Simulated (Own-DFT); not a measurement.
Hf₃₂O₆₃ (monoclinic hafnia with one neutral oxygen vacancy, atoms displaced), Hf₁₆O₃₁ (monoclinic hafnia with two neutral oxygen vacancies, strained, atoms displaced), Hf₃₁SiO₆₄ (monoclinic hafnia with substituted atoms, atoms displaced) (calculated)

All values are calculated (Own-DFT development build). A calculation, not a measurement: plane-wave PBE and HSE06 DFT by an unreviewed code, no spin, of a simulated cell at Gamma alone, so results move with cell size and shape, stress positive in tension, energies less offsets, not probed for a lower state with spin; hafnium file: forces about 75 meV/angstrom off all-electron values; oxygen file: force components 24 meV/angstrom off all-electron in a glass; k mesh not checked against a denser one; forces and stress are PBE's, HSE06 gives the energy alone, and its difference from PBE has offsets of its own; offsets are fitted by least squares, one for each functional and potential file, so energies compare only between cells with the same atoms and settings and are not formation energies; the far tail of each file's local potential was reset to the Coulomb form; each entry is a single point on an unrelaxed cell, so the pressure reflects the starting lattice, mostly measured values, from which strain is counted, and rises with the displacements; printed positions are rounded, which can move forces by about a meV/angstrom; the program is a retired in-house code; no spin-orbit coupling.

Settings shared by all entries: first functional PBE; second functional HSE06; exact exchange share 0.25; screening 0.11 1/bohr; exchange divergence Gygi-Baldereschi; potential files PseudoDojo norm-conserving, scalar-relativistic, made for PBE, standard set; wave cutoff 48 hartree; occupations fixed; k mesh 1 x 1 x 1 centred on Gamma.

```json
{"entry": 1, "formula": "Hf32O63", "kind": "monoclinic hafnia with one neutral oxygen vacancy, atoms displaced", "structure": {"cell_angstrom": [[10.234, 0.0, 0.0], [0.0, 10.35, 0.0], [-1.6955, 0.0, 10.4453]], "atoms_fractional": [["Hf", 0.1388, 0.01902, 0.10838], ["Hf", 0.36245, 0.27082, 0.14406], ["Hf", 0.36088, 0.47662, 0.39602], ["Hf", 0.13427, 0.23125, 0.35669], ["O", 0.0359, 0.16058, 0.17513], ["O", 0.46051, 0.41749, 0.08167], ["O", 0.46367, 0.33109, 0.33023], ["O", 0.0369, 0.08296, 0.42082], ["O", 0.22286, 0.37769, 0.23863], ["O", 0.27241, 0.13235, 0.00816], ["O", 0.27374, 0.11979, 0.26049], ["O", 0.22531, 0.37208, 0.49034], ["Hf", 0.13559, 0.02013, 0.60487], ["Hf", 0.36371, 0.26539, 0.6426], ["Hf", 0.3607, 0.47594, 0.89983], ["Hf", 0.13665, 0.22939, 0.85436], ["O", 0.03575, 0.16701, 0.6709], ["O", 0.45605, 0.41323, 0.57353], ["O", 0.46377, 0.3371, 0.82461], ["O", 0.03442, 0.08047, 0.92089], ["O", 0.22515, 0.37958, 0.74071], ["O", 0.27202, 0.1277, 0.50837], ["O", 0.27654, 0.11995, 0.76007], ["Hf", 0.13535, 0.51999, 0.09585], ["Hf", 0.36111, 0.77318, 0.14741], ["Hf", 0.3639, 0.97338, 0.39472], ["Hf", 0.13771, 0.72727, 0.353], ["O", 0.0369, 0.66433, 0.17274], ["O", 0.46035, 0.91434, 0.07772], ["O", 0.46317, 0.83175, 0.32066], ["O", 0.03756, 0.58016, 0.423], ["O", 0.22571, 0.87976, 0.23905], ["O", 0.27529, 0.63137, 0.00892], ["O", 0.27751, 0.61633, 0.2631], ["O", 0.22487, 0.87237, 0.49085], ["Hf", 0.138, 0.52038, 0.60428], ["Hf", 0.36338, 0.77477, 0.64813], ["Hf", 0.35354, 0.97792, 0.89323], ["Hf", 0.13672, 0.73289, 0.85432], ["O", 0.03731, 0.66925, 0.67566], ["O", 0.46946, 0.915, 0.57852], ["O", 0.47062, 0.83995, 0.82717], ["O", 0.04005, 0.57662, 0.9232], ["O", 0.22282, 0.87645, 0.73959], ["O", 0.27677, 0.63069, 0.51137], ["O", 0.27922, 0.61749, 0.75678], ["O", 0.22608, 0.87116, 0.98778], ["Hf", 0.64553, 0.02324, 0.1079], ["Hf", 0.86385, 0.27119, 0.14504], ["Hf", 0.85817, 0.47731, 0.39539], ["Hf", 0.64254, 0.22571, 0.34983], ["O", 0.53159, 0.16723, 0.17518], ["O", 0.96429, 0.41628, 0.07943], ["O", 0.96008, 0.33732, 0.32645], ["O", 0.53104, 0.08073, 0.42271], ["O", 0.72711, 0.37739, 0.24371], ["O", 0.77387, 0.12947, 0.01289], ["O", 0.77823, 0.11829, 0.26149], ["O", 0.72059, 0.36784, 0.4904], ["Hf", 0.63113, 0.02062, 0.60412], ["Hf", 0.86142, 0.26848, 0.64708], ["Hf", 0.86742, 0.47548, 0.89526], ["Hf", 0.63763, 0.23153, 0.85069], ["O", 0.53583, 0.16386, 0.67812], ["O", 0.96294, 0.41405, 0.57043], ["O", 0.96275, 0.33633, 0.83098], ["O", 0.53511, 0.09035, 0.92055], ["O", 0.72591, 0.37543, 0.73896], ["O", 0.77075, 0.12831, 0.51276], ["O", 0.77859, 0.11966, 0.75975], ["O", 0.72983, 0.37323, 0.9896], ["Hf", 0.63569, 0.51599, 0.10162], ["Hf", 0.86412, 0.76915, 0.14575], ["Hf", 0.86298, 0.97987, 0.39798], ["Hf", 0.63506, 0.72721, 0.3532], ["O", 0.53634, 0.66525, 0.17167], ["O", 0.95917, 0.92057, 0.07767], ["O", 0.96555, 0.82916, 0.32905], ["O", 0.54249, 0.57902, 0.42791], ["O", 0.72043, 0.88011, 0.24102], ["O", 0.77778, 0.6289, 0.0151], ["O", 0.77314, 0.61752, 0.25595], ["O", 0.72777, 0.86896, 0.49145], ["Hf", 0.63845, 0.51856, 0.60306], ["Hf", 0.86594, 0.77507, 0.64441], ["Hf", 0.85877, 0.97821, 0.90016], ["Hf", 0.63689, 0.73212, 0.85057], ["O", 0.53395, 0.66576, 0.67514], ["O", 0.96584, 0.91814, 0.57715], ["O", 0.96128, 0.83622, 0.82489], ["O", 0.53465, 0.58079, 0.92244], ["O", 0.72041, 0.88125, 0.7337], ["O", 0.77623, 0.6289, 0.50964], ["O", 0.77187, 0.61703, 0.75735], ["O", 0.72799, 0.8715, 0.99175]]}, "results": {"PBE_energy_of_cell_above_offsets [eV]": "-94.311", "HSE06_less_PBE_above_offsets [eV]": "-0.106", "PBE_pressure [GPa]": 4.16, "PBE_stress_xx [GPa]": -4.17, "PBE_stress_yy [GPa]": -4.02, "PBE_stress_zz [GPa]": -4.3, "PBE_stress_yz [GPa]": 0.06, "PBE_stress_xz [GPa]": -0.08, "PBE_stress_xy [GPa]": -0.32, "force_element": ["Hf", "Hf", "Hf", "Hf", "O", "O", "O", "O", "O", "O", "O", "O", "Hf", "Hf", "Hf", "Hf", "O", "O", "O", "O", "O", "O", "O", "Hf", "Hf", "Hf", "Hf", "O", "O", "O", "O", "O", "O", "O", "O", "Hf", "Hf", "Hf", "Hf", "O", "O", "O", "O", "O", "O", "O", "O", "Hf", "Hf", "Hf", "Hf", "O", "O", "O", "O", "O", "O", "O", "O", "Hf", "Hf", "Hf", "Hf", "O", "O", "O", "O", "O", "O", "O", "O", "Hf", "Hf", "Hf", "Hf", "O", "O", "O", "O", "O", "O", "O", "O", "Hf", "Hf", "Hf", "Hf", "O", "O", "O", "O", "O", "O", "O", "O"], "force_x [eV/angstrom]": [-0.036, -1.021, 0.176, 0.985, -0.82, 0.19, 0.518, -0.788, -0.157, -0.159, 0.122, -0.733, 0.839, -0.735, 0.085, 0.486, -0.158, 1.472, 0.465, 0.108, -0.533, 0.283, -0.333, 0.944, 0.551, -0.678, 0.293, -0.058, 0.959, 0.286, -0.226, -0.466, -0.18, -0.133, 0.048, 0.417, -0.144, 2.0, 0.366, -0.123, -1.024, -0.761, -0.146, -0.097, -0.032, -0.481, -0.863, -1.962, 0.154, -0.009, -1.669, 1.182, 0.521, 1.062, 0.482, -0.579, 0.429, 0.09, 0.196, 1.652, -0.251, -2.073, -0.231, -0.342, 0.103, 1.356, -0.587, -0.154, 0.596, -0.133, -0.551, 0.458, -0.817, -0.192, 0.877, -0.4, 0.876, -0.414, -0.921, 0.509, 0.12, 0.076, -0.166, -0.321, -1.306, 0.31, 0.239, -0.144, 0.201, 0.441, 0.283, 0.214, 0.275, 0.516, -0.705], "force_y [eV/angstrom]": [0.651, -0.234, 0.019, 0.091, 0.82, 0.043, -0.171, -0.353, -0.175, 0.118, -0.212, -0.357, 0.414, 0.947, 0.534, -0.204, 0.277, 0.402, -0.396, 0.239, -0.586, 0.003, -0.151, -0.306, -1.169, 1.267, -0.746, 0.362, 0.988, 0.081, 0.28, -0.409, -0.22, 0.722, -0.126, 0.145, -1.614, 0.759, -1.071, -0.204, -0.471, 0.211, 0.824, 0.214, 0.167, 0.649, 0.09, -0.585, 0.062, 1.004, 0.726, -0.815, -0.068, -1.14, 0.312, -0.451, 0.197, 0.278, 0.024, 0.24, 0.166, 1.6, -0.201, 0.159, -0.239, -1.441, -0.877, 0.131, -0.118, 0.234, -0.461, 1.291, -0.429, -0.783, -0.366, 0.009, -0.25, 0.559, 0.231, -0.073, 0.041, 0.274, 0.202, 0.179, -1.023, 0.703, -1.19, 0.011, 0.165, -0.373, 0.364, -0.607, -0.003, 0.246, -0.061], "force_z [eV/angstrom]": [-0.617, 0.913, -0.303, -0.53, -0.069, -0.28, -0.231, 0.283, -0.687, 0.065, 0.206, -0.264, -0.391, 0.509, -1.35, 0.074, 0.198, 0.759, 0.163, 0.161, 0.321, 0.38, -0.036, 2.212, -0.881, -0.111, 0.636, -0.332, -0.324, 1.184, -0.224, 0.082, -0.037, -0.478, -0.093, -0.117, -0.29, 0.91, -0.334, -0.284, -0.497, -0.12, -0.913, 0.196, -0.015, 0.688, 0.108, -1.071, 0.186, 0.26, 1.157, -0.364, -0.16, -0.233, -0.21, -0.833, -0.004, -0.176, -0.063, 0.038, -0.602, 0.038, 0.82, -0.723, 1.066, -0.637, 0.68, -0.145, -0.567, 0.409, 0.052, 0.174, 0.306, -0.242, -0.115, 0.088, 0.613, 0.058, -0.838, -0.019, -0.722, 0.616, -0.513, 0.479, -0.087, -1.152, 0.527, -0.353, -0.027, 0.524, 0.131, 0.882, 0.227, 0.458, -0.175]}}
{"entry": 2, "formula": "Hf16O31", "kind": "monoclinic hafnia with two neutral oxygen vacancies, strained, atoms displaced", "structure": {"cell_angstrom": [[10.0595, 0.0718, 0.1486], [0.0726, 10.5041, -0.0764], [-1.5149, -0.089, 10.3944]], "atoms_fractional": [["Hf", 0.12902, 0.02046, 0.10836], ["Hf", 0.36863, 0.28369, 0.15032], ["Hf", 0.35546, 0.48279, 0.39026], ["Hf", 0.13139, 0.22166, 0.35238], ["O", 0.0375, 0.15871, 0.15868], ["O", 0.44429, 0.40807, 0.06922], ["O", 0.45136, 0.32721, 0.32448], ["O", 0.05026, 0.09411, 0.42146], ["O", 0.21732, 0.38361, 0.23688], ["O", 0.27429, 0.12181, 0.00223], ["O", 0.22202, 0.37561, 0.49568], ["Hf", 0.14328, 0.02583, 0.59667], ["Hf", 0.35216, 0.26477, 0.64643], ["Hf", 0.35926, 0.48425, 0.89792], ["Hf", 0.14953, 0.21611, 0.84366], ["O", 0.03823, 0.1647, 0.66553], ["O", 0.46568, 0.4139, 0.56679], ["O", 0.46243, 0.32525, 0.82868], ["O", 0.04444, 0.08468, 0.92245], ["O", 0.21451, 0.38376, 0.74572], ["O", 0.28009, 0.13344, 0.51042], ["O", 0.27319, 0.13015, 0.76184], ["O", 0.21299, 0.39339, 0.99358], ["Hf", 0.10906, 0.52855, 0.091], ["Hf", 0.36717, 0.77841, 0.12677], ["Hf", 0.36461, 0.97917, 0.39248], ["Hf", 0.14623, 0.73553, 0.34983], ["O", 0.03648, 0.65307, 0.16176], ["O", 0.45154, 0.92109, 0.06813], ["O", 0.4541, 0.84487, 0.32783], ["O", 0.03926, 0.57776, 0.42526], ["O", 0.26962, 0.63022, 0.01363], ["O", 0.26953, 0.62611, 0.25804], ["O", 0.23043, 0.87714, 0.48404], ["Hf", 0.14059, 0.52854, 0.60105], ["Hf", 0.37273, 0.76423, 0.64532], ["Hf", 0.34891, 0.9846, 0.89811], ["Hf", 0.13276, 0.7267, 0.86774], ["O", 0.03647, 0.67625, 0.66234], ["O", 0.46044, 0.90883, 0.56842], ["O", 0.46157, 0.83179, 0.81822], ["O", 0.04759, 0.57961, 0.91742], ["O", 0.22464, 0.88095, 0.73443], ["O", 0.27907, 0.6269, 0.50668], ["O", 0.28485, 0.60623, 0.77131], ["O", 0.20823, 0.88295, 0.99655], ["Hf", 0.63183, 0.02966, 0.11207], ["Hf", 0.85273, 0.27041, 0.15295], ["Hf", 0.8694, 0.48932, 0.40061], ["Hf", 0.63432, 0.24203, 0.35433], ["O", 0.54575, 0.16382, 0.17307], ["O", 0.95441, 0.43157, 0.0839], ["O", 0.975, 0.3233, 0.33757], ["O", 0.53727, 0.08588, 0.42706], ["O", 0.7189, 0.35765, 0.23369], ["O", 0.77405, 0.13236, 0.00875], ["O", 0.76871, 0.12181, 0.25983], ["O", 0.72133, 0.36974, 0.48887], ["Hf", 0.63346, 0.01861, 0.60345], ["Hf", 0.86814, 0.27521, 0.64474], ["Hf", 0.8655, 0.46637, 0.89918], ["Hf", 0.62884, 0.22937, 0.85368], ["O", 0.5595, 0.17262, 0.67345], ["O", 0.95141, 0.41506, 0.57138], ["O", 0.96555, 0.33753, 0.82261], ["O", 0.54605, 0.0838, 0.93711], ["O", 0.72848, 0.36258, 0.72845], ["O", 0.79035, 0.12639, 0.51674], ["O", 0.76708, 0.11738, 0.75701], ["O", 0.73119, 0.36721, 0.99199], ["Hf", 0.63684, 0.5351, 0.10833], ["Hf", 0.88178, 0.76301, 0.15248], ["Hf", 0.86139, 0.98633, 0.40234], ["Hf", 0.65303, 0.7266, 0.36036], ["O", 0.55706, 0.66355, 0.16704], ["O", 0.96018, 0.91189, 0.07949], ["O", 0.96112, 0.83815, 0.31539], ["O", 0.5527, 0.57971, 0.43159], ["O", 0.72405, 0.8834, 0.25152], ["O", 0.77976, 0.61427, 0.0143], ["O", 0.78173, 0.6281, 0.25839], ["O", 0.73498, 0.86398, 0.49371], ["Hf", 0.64566, 0.50892, 0.61636], ["Hf", 0.86083, 0.76728, 0.62998], ["Hf", 0.86158, 0.98582, 0.89671], ["Hf", 0.65296, 0.74275, 0.85373], ["O", 0.52146, 0.66129, 0.65763], ["O", 0.96932, 0.90256, 0.58234], ["O", 0.97361, 0.83254, 0.81639], ["O", 0.53883, 0.58685, 0.9245], ["O", 0.71583, 0.88748, 0.73803], ["O", 0.77716, 0.63371, 0.51805], ["O", 0.76891, 0.62337, 0.75606], ["O", 0.72238, 0.87542, 0.98307]]}, "results": {"PBE_energy_of_cell_above_offsets [eV]": "-73.731", "HSE06_less_PBE_above_offsets [eV]": "1.002", "PBE_pressure [GPa]": 12.46, "PBE_stress_xx [GPa]": -15.14, "PBE_stress_yy [GPa]": -10.89, "PBE_stress_zz [GPa]": -11.36, "PBE_stress_yz [GPa]": -2.82, "PBE_stress_xz [GPa]": 2.87, "PBE_stress_xy [GPa]": 4.78, "force_element": ["Hf", "Hf", "Hf", "Hf", "O", "O", "O", "O", "O", "O", "O", "Hf", "Hf", "Hf", "Hf", "O", "O", "O", "O", "O", "O", "O", "O", "Hf", "Hf", "Hf", "Hf", "O", "O", "O", "O", "O", "O", "O", "Hf", "Hf", "Hf", "Hf", "O", "O", "O", "O", "O", "O", "O", "O", "Hf", "Hf", "Hf", "Hf", "O", "O", "O", "O", "O", "O", "O", "O", "Hf", "Hf", "Hf", "Hf", "O", "O", "O", "O", "O", "O", "O", "O", "Hf", "Hf", "Hf", "Hf", "O", "O", "O", "O", "O", "O", "O", "O", "Hf", "Hf", "Hf", "Hf", "O", "O", "O", "O", "O", "O", "O", "O"], "force_x [eV/angstrom]": [2.734, -4.356, 0.011, 5.706, -2.965, 4.77, 1.303, -4.482, 0.47, 0.354, 0.168, -0.292, 2.537, -0.494, -5.326, 0.182, -0.399, -1.56, -1.757, 0.756, 0.265, 4.23, 0.941, 10.65, -2.213, -0.997, 0.729, -4.813, 1.636, 2.894, 0.086, 1.381, 1.022, -1.439, 0.25, -2.928, 1.841, 2.302, 1.321, 1.426, 0.752, -3.657, -0.226, -0.684, -1.504, 1.555, 3.192, 2.767, -0.394, -0.162, -4.185, -2.451, -3.672, 0.507, -1.608, 0.762, 1.679, 0.29, 0.561, -0.588, -1.813, 2.339, -4.259, 2.118, 1.298, -2.184, -1.6, -0.51, 2.148, -0.461, 3.766, -4.007, -0.339, -2.536, -6.13, 0.392, 2.003, -0.793, -0.279, 0.561, 0.906, -0.92, -2.185, 0.292, 0.214, -2.712, 3.652, 1.866, -2.326, 0.019, 0.874, 0.458, 0.86, 0.411], "force_y [eV/angstrom]": [-2.121, -3.332, 0.04, 3.667, 4.099, 3.339, 0.312, -5.362, -0.069, 2.02, -0.692, -3.082, 3.522, -1.513, 5.435, 0.043, -0.772, 1.036, -0.787, -1.189, -0.012, -3.184, -3.238, -8.895, -1.775, 2.124, 0.336, 9.021, 0.755, -3.902, 1.205, 1.943, 0.031, -0.99, -1.33, 1.942, -1.773, 2.228, -1.68, 1.164, 0.385, -0.918, 1.066, 0.567, 2.95, -2.498, -4.313, -1.502, -2.26, -2.277, 4.022, -2.891, 2.51, 0.501, 3.742, -0.227, -0.138, 0.458, 0.237, -2.624, 1.443, -1.0, 0.803, 2.195, -1.399, -0.23, 2.13, -0.218, -0.626, -0.394, -7.608, 2.013, -0.497, 1.119, 7.114, 0.515, -0.422, 0.102, -0.141, 2.18, -1.556, 0.973, 0.981, 1.27, 0.041, -1.009, -2.014, 3.35, 1.05, 0.036, -1.514, -2.414, -0.999, -0.619], "force_z [eV/angstrom]": [-0.141, -1.268, 0.867, -1.797, 2.219, 0.561, 0.946, 1.488, 0.688, 1.613, -0.535, 1.131, -1.098, 0.134, 4.569, 0.54, 1.196, -0.514, -0.889, -1.125, 0.275, -2.67, -1.644, 0.075, 2.599, -0.003, 1.218, 5.607, 0.395, -2.379, -1.447, 0.215, 0.483, -1.27, 1.958, 0.022, -1.229, -3.305, 0.409, 0.932, 1.575, -1.94, 0.686, 0.12, -2.549, -1.333, -1.604, -2.607, -0.307, 1.876, 1.339, 0.279, -1.305, -0.623, 1.122, 1.144, 1.073, -0.637, 0.004, -0.463, -0.769, 1.411, -1.264, 0.318, -0.022, -2.135, 2.081, -0.739, 1.369, -0.881, -4.488, -2.549, -0.704, 0.075, 3.154, -0.613, 2.083, -2.188, -0.586, -0.097, 1.472, -1.267, -1.958, 4.72, -1.193, 0.11, 1.22, -2.368, 1.506, 0.192, 0.14, -2.283, 0.742, 0.829]}}
{"entry": 3, "formula": "Hf31SiO64", "kind": "monoclinic hafnia with substituted atoms, atoms displaced", "structure": {"cell_angstrom": [[10.234, 0.0, 0.0], [0.0, 10.35, 0.0], [-1.6955, 0.0, 10.4453]], "atoms_fractional": [["Hf", 0.14217, 0.02664, 0.11656], ["Hf", 0.36022, 0.27542, 0.1408], ["Hf", 0.35773, 0.47258, 0.38843], ["Hf", 0.12473, 0.23665, 0.34929], ["O", 0.05431, 0.16738, 0.17231], ["O", 0.45741, 0.41383, 0.07732], ["O", 0.47157, 0.33198, 0.33192], ["O", 0.03311, 0.08045, 0.42376], ["O", 0.23463, 0.37684, 0.23866], ["O", 0.27417, 0.13319, 0.0014], ["O", 0.26733, 0.10985, 0.25238], ["O", 0.22114, 0.3801, 0.48312], ["Hf", 0.13184, 0.01862, 0.59913], ["Hf", 0.35818, 0.28822, 0.64253], ["Hf", 0.36418, 0.49437, 0.89054], ["Hf", 0.13584, 0.23134, 0.84758], ["O", 0.03553, 0.16081, 0.67728], ["O", 0.47538, 0.41208, 0.58453], ["O", 0.46069, 0.32977, 0.8383], ["O", 0.03068, 0.08749, 0.92482], ["O", 0.22745, 0.36967, 0.7477], ["O", 0.27686, 0.13388, 0.5025], ["O", 0.27098, 0.12117, 0.75829], ["O", 0.22946, 0.37659, 0.9974], ["Hf", 0.13877, 0.50826, 0.10422], ["Hf", 0.37187, 0.75709, 0.14017], ["Hf", 0.3653, 0.97958, 0.39665], ["Hf", 0.13704, 0.72535, 0.3531], ["O", 0.03872, 0.67252, 0.17191], ["O", 0.4522, 0.91201, 0.07494], ["O", 0.46801, 0.83665, 0.31942], ["O", 0.02974, 0.5905, 0.4289], ["O", 0.22157, 0.88259, 0.2363], ["O", 0.26852, 0.62913, 0.01493], ["O", 0.28071, 0.62064, 0.25882], ["O", 0.23357, 0.87345, 0.47809], ["Hf", 0.13248, 0.51562, 0.59378], ["Hf", 0.35698, 0.77238, 0.6354], ["Hf", 0.36189, 0.98199, 0.88779], ["Hf", 0.13424, 0.72195, 0.85211], ["O", 0.03407, 0.67124, 0.66986], ["O", 0.45962, 0.91643, 0.57234], ["O", 0.44708, 0.84244, 0.81437], ["O", 0.04314, 0.58396, 0.9245], ["O", 0.22469, 0.88307, 0.73272], ["O", 0.26653, 0.62705, 0.51028], ["O", 0.27888, 0.62506, 0.75062], ["O", 0.23218, 0.87323, 0.99047], ["Hf", 0.64002, 0.02577, 0.09918], ["Hf", 0.87162, 0.27936, 0.15018], ["Si", 0.85865, 0.47558, 0.40354], ["Hf", 0.64615, 0.21202, 0.35186], ["O", 0.54859, 0.165, 0.16521], ["O", 0.96698, 0.41568, 0.07568], ["O", 0.9611, 0.33561, 0.3233], ["O", 0.54637, 0.08798, 0.41101], ["O", 0.71855, 0.37332, 0.22908], ["O", 0.78581, 0.14217, 0.00326], ["O", 0.77057, 0.12249, 0.25713], ["O", 0.72339, 0.37069, 0.49821], ["Hf", 0.62922, 0.00984, 0.60253], ["Hf", 0.86381, 0.26816, 0.64474], ["Hf", 0.85619, 0.47794, 0.89793], ["Hf", 0.63536, 0.23282, 0.85468], ["O", 0.53377, 0.15656, 0.66471], ["O", 0.95544, 0.43021, 0.58593], ["O", 0.95738, 0.32846, 0.81751], ["O", 0.54008, 0.07943, 0.9248], ["O", 0.7244, 0.3869, 0.7523], ["O", 0.77863, 0.12453, 0.50127], ["O", 0.7756, 0.12021, 0.76651], ["O", 0.73874, 0.37925, 0.99224], ["Hf", 0.64475, 0.51077, 0.10898], ["Hf", 0.87827, 0.78516, 0.1446], ["Hf", 0.86843, 0.98559, 0.4016], ["Hf", 0.63027, 0.73554, 0.34766], ["O", 0.52743, 0.66764, 0.17887], ["O", 0.96438, 0.90994, 0.08565], ["O", 0.97154, 0.83856, 0.32715], ["O", 0.52936, 0.57251, 0.43606], ["O", 0.72959, 0.87991, 0.24941], ["O", 0.77241, 0.64296, 0.01515], ["O", 0.78091, 0.61948, 0.27766], ["O", 0.72789, 0.8822, 0.48165], ["Hf", 0.64911, 0.51599, 0.6059], ["Hf", 0.86795, 0.77258, 0.65006], ["Hf", 0.86507, 0.98606, 0.8955], ["Hf", 0.63034, 0.7208, 0.84029], ["O", 0.55021, 0.65214, 0.67315], ["O", 0.95886, 0.92025, 0.57301], ["O", 0.95397, 0.83931, 0.81833], ["O", 0.53981, 0.58063, 0.92433], ["O", 0.72681, 0.88346, 0.7359], ["O", 0.78332, 0.62684, 0.51123], ["O", 0.77259, 0.61988, 0.76038], ["O", 0.7205, 0.87005, 0.98938]]}, "results": {"PBE_energy_of_cell_above_offsets [eV]": "-80.244", "HSE06_less_PBE_above_offsets [eV]": "0.439", "PBE_pressure [GPa]": 7.68, "PBE_stress_xx [GPa]": -9.44, "PBE_stress_yy [GPa]": -6.7, "PBE_stress_zz [GPa]": -6.91, "PBE_stress_yz [GPa]": 0.81, "PBE_stress_xz [GPa]": -1.07, "PBE_stress_xy [GPa]": -0.47, "force_element": ["Hf", "Hf", "Hf", "Hf", "O", "O", "O", "O", "O", "O", "O", "O", "Hf", "Hf", "Hf", "Hf", "O", "O", "O", "O", "O", "O", "O", "O", "Hf", "Hf", "Hf", "Hf", "O", "O", "O", "O", "O", "O", "O", "O", "Hf", "Hf", "Hf", "Hf", "O", "O", "O", "O", "O", "O", "O", "O", "Hf", "Hf", "Si", "Hf", "O", "O", "O", "O", "O", "O", "O", "O", "Hf", "Hf", "Hf", "Hf", "O", "O", "O", "O", "O", "O", "O", "O", "Hf", "Hf", "Hf", "Hf", "O", "O", "O", "O", "O", "O", "O", "O", "Hf", "Hf", "Hf", "Hf", "O", "O", "O", "O", "O", "O", "O", "O"], "force_x [eV/angstrom]": [2.618, 1.345, 2.995, 3.85, -4.85, 2.287, -0.553, 1.927, -1.876, -0.156, 2.201, -0.813, 1.972, 1.439, -0.533, 0.639, -0.833, -1.276, 0.308, 0.518, -0.612, -0.541, 0.197, -1.025, 0.74, -4.704, -0.58, 0.24, 0.987, 2.753, -1.045, -1.933, 0.328, 1.08, -0.608, -1.314, -0.02, -0.533, -1.805, 0.636, 1.122, 0.802, 3.395, -1.809, -1.009, 0.585, -0.416, -1.557, 0.264, -2.583, -0.081, -0.213, -2.738, 0.587, -1.737, -3.731, 1.097, -0.677, 3.052, 2.118, 2.39, -1.329, 1.668, 0.185, -0.851, -0.282, 0.49, 0.233, -0.286, 0.461, -0.048, -2.198, -0.578, -5.934, -2.631, 2.234, 4.448, 4.165, 0.495, 0.709, -0.149, 0.148, -0.015, -1.463, 0.408, -1.756, -1.392, 1.151, -3.804, 1.286, 2.33, -0.646, -1.137, -0.152, 1.491, 0.44], "force_y [eV/angstrom]": [-4.635, -2.676, 1.331, -2.87, 4.093, 1.961, -0.269, 2.467, -0.484, 0.66, 2.196, -0.811, 0.26, -3.97, -2.113, -1.407, 0.48, -0.285, 0.532, 0.131, 2.356, 0.686, 0.291, -0.159, 3.146, 4.43, 0.877, 1.43, -1.782, 1.439, 0.719, -2.463, -1.343, -1.055, -0.963, -0.682, 1.848, -0.256, 0.508, 2.986, -0.794, -0.37, -2.967, -1.342, -0.681, 0.198, -0.749, -0.83, -2.925, -2.376, 3.351, 4.951, 1.757, 0.121, 2.727, -3.815, -0.167, -0.15, -0.649, -0.478, 1.275, -0.889, 1.921, -1.271, 1.718, -0.909, 1.085, 0.801, -1.438, 1.254, 0.92, -0.757, 2.498, -5.301, -2.48, -0.819, -3.553, 6.194, -0.002, 1.847, 0.002, -2.223, -3.058, -1.629, 0.246, -0.186, -0.485, 2.709, 2.607, -0.198, -0.909, -0.122, -0.724, -0.731, 0.093, 1.095], "force_z [eV/angstrom]": [-4.415, 0.432, 0.947, 1.661, 0.892, -0.206, -0.841, -0.721, 0.313, 1.009, 2.272, 0.587, 1.152, 0.548, 1.36, 2.139, -1.327, -0.045, -0.764, 0.237, -1.536, 0.353, -0.755, -1.4, 0.062, -0.243, -2.996, -1.475, -0.064, -0.068, 1.017, -0.876, 0.929, -1.702, 0.668, 1.235, 1.622, 0.795, 2.017, 0.471, 0.469, 0.151, -0.604, -0.323, -1.198, -0.345, 0.945, -1.889, 0.006, -2.655, 1.561, -0.582, 0.203, 0.131, 2.508, 1.704, 1.348, 1.388, -0.619, -2.32, 0.108, 0.436, -1.146, -0.501, 1.159, -2.337, 1.256, -0.927, -0.774, 1.966, -1.523, 0.68, -0.102, 2.456, -2.729, 2.179, -0.454, -3.082, 0.682, -1.59, -1.419, -0.405, -0.229, 1.23, -1.338, -2.172, 0.305, 2.891, -0.392, 1.198, 1.677, -0.075, -0.106, -0.224, 0.816, -0.669]}}
```
